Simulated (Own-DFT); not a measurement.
# How strain changes the stress of hcp Ru, 36 atoms (Ru36)

Calculated results; nothing here was measured. They come from Own-DFT, an in-house plane-wave density functional program, since retired, whose code no person has reviewed. Each row is one single-point run on a periodic cell that was not relaxed, without spin or spin-orbit coupling.

Settings of every run: PBE; PseudoDojo norm-conserving scalar-relativistic files; cutoff 50 hartree; 5 x 5 x 4 k mesh centred on Gamma; cold (Marzari-Vanderbilt) smearing of 0.2 eV.

Known limits: forces on such cells failed a check on a denser k mesh; stress not checked against mesh or cutoff.

Unstrained cell vectors in Å: (8.118, 0.000, 0.000); (-4.059, 7.030, 0.000); (0.000, 0.000, 8.563). The unstrained cell has measured lattice constants (interpolated for alloys), not those of this functional. That, the random moves and any unrelaxed bonds set the pressure at no strain. Each run strains this cell uniformly, with the atoms carried along. Every atom was also moved at random, by a Gaussian of width 0.05 Å on each axis. Strain is the symmetric tensor, in per cent. Stress is positive in tension, and the pressure is minus a third of its trace.

| run | e_xx (%) | e_yy (%) | e_zz (%) | e_yz (%) | e_xz (%) | e_xy (%) | s_xx (GPa) | s_yy (GPa) | s_zz (GPa) | s_yz (GPa) | s_xz (GPa) | s_xy (GPa) | P (GPa) | E (meV/atom) |
|---|---|---|---|---|---|---|---|---|---|---|---|---|---|---|
| 1 | -1.94 | -0.94 | -1.83 | 1.55 | -0.92 | 0.43 | -27.14 | -22.97 | -28.68 | 7.16 | -4.02 | 2.40 | 26.26 | 108.1 |
| 2 | 1.35 | 0.72 | 0.24 | -0.10 | -0.43 | 0.16 | 2.94 | 0.44 | -0.59 | -0.34 | -1.70 | 0.53 | -0.93 | 0.0 |
| 3 | -0.68 | 1.80 | 0.44 | 0.87 | 1.80 | -0.43 | -8.86 | 1.29 | -3.97 | 3.05 | 6.55 | -2.05 | 3.85 | 59.7 |
| 4 | -0.39 | 0.83 | -1.70 | -1.83 | -0.87 | 1.68 | -12.21 | -7.24 | -19.20 | -7.73 | -4.18 | 5.53 | 12.88 | 61.9 |
| 5 | 0.26 | -1.82 | -1.64 | -0.41 | 0.39 | 1.05 | -13.17 | -22.44 | -21.27 | -2.02 | 1.61 | 5.08 | 18.96 | 53.1 |
| 6 | 0.52 | 0.68 | -0.91 | -1.75 | -0.05 | -1.31 | -4.57 | -6.20 | -12.99 | -7.33 | -0.42 | -5.70 | 7.92 | 62.9 |
| 7 | -1.75 | -1.21 | 0.62 | 0.67 | -0.12 | 1.16 | -21.25 | -18.60 | -10.64 | 2.53 | -0.21 | 5.55 | 16.83 | 75.3 |
| 8 | -0.01 | -1.29 | -1.88 | 0.76 | -1.35 | 1.52 | -15.87 | -20.71 | -24.32 | 3.34 | -6.27 | 7.23 | 20.30 | 88.1 |
| 9 | 1.57 | -1.89 | 1.70 | -1.05 | -0.38 | -1.37 | 0.87 | -13.36 | 2.02 | -3.82 | -1.21 | -5.79 | 3.49 | 47.1 |
| 10 | -0.54 | 1.74 | 0.61 | 0.58 | -0.84 | 1.71 | -7.11 | 2.00 | -1.47 | 2.36 | -3.41 | 6.95 | 2.20 | 42.9 |
| 11 | -1.78 | -1.40 | -0.37 | 1.80 | -1.54 | -0.52 | -24.17 | -21.83 | -17.45 | 7.08 | -6.61 | -1.63 | 21.15 | 85.4 |
| 12 | -1.57 | 0.43 | 1.33 | 1.56 | 0.60 | -0.23 | -13.99 | -6.83 | -1.51 | 5.58 | 2.37 | -1.17 | 7.45 | 49.7 |
| 13 | -1.98 | 1.85 | -1.72 | -1.67 | -1.94 | 1.96 | -20.89 | -5.73 | -21.60 | -6.54 | -7.97 | 7.47 | 16.08 | 90.7 |
| 14 | 1.12 | 0.47 | -1.62 | -1.18 | -1.50 | 1.48 | -3.81 | -6.65 | -15.97 | -4.68 | -5.57 | 4.86 | 8.81 | 55.2 |
| 15 | -1.09 | -0.89 | 1.50 | 0.31 | 0.02 | 1.37 | -14.01 | -13.52 | -1.16 | 1.38 | -0.17 | 5.87 | 9.56 | 48.9 |
| 16 | -1.81 | -0.13 | -0.24 | -1.55 | -1.00 | 1.95 | ? | ? | ? | ? | ? | ? | ? | ? |

E is the free energy for each atom above the lowest run shown.

## Worked fit

Each stress component was fitted by least squares to a constant and the strains of the runs shown, as fractions, with shears doubled. Shear strains stay in the fit of a normal stress only where such slopes are resolved. The slopes, in GPa:

```
stress,at no strain,per e_xx,per e_yy,per e_zz,scatter
s_xx,-8.3,655 ± 14,218 ± 13,209 ± 13,0.66
s_yy,-8.6,233 ± 12,610 ± 11,210 ± 11,0.56
s_zz,-8.3,238 ± 22,199 ± 20,701 ± 20,1.00
```

Each shear stress against twice its own strain: yz 204 ± 6, xz 196 ± 7, xy 208 ± 7 GPa. These are stiffnesses along x, y and z of the frame in which the cell vectors are given, which need not be the crystal's axes. The atoms are held to the strained lattice; where symmetry lets them move under strain, relaxing them would lower some slopes. The table should be nearly symmetric about its diagonal, and what it lacks of that shows the noise. A ninth of its sum, 364 ± 8 GPa, estimates the bulk modulus near the mean pressure of these runs, 11.7 GPa, so it lies above the value at zero pressure.

## Withheld run

Question: what normal stresses and pressure should run 16 give?

The fit gives s_xx = -20.9, s_yy = -14.1, s_zz = -14.5 and P = 16.5 GPa. The calculation gave -20.48, -14.42, -13.87 and P = 16.26 GPa.
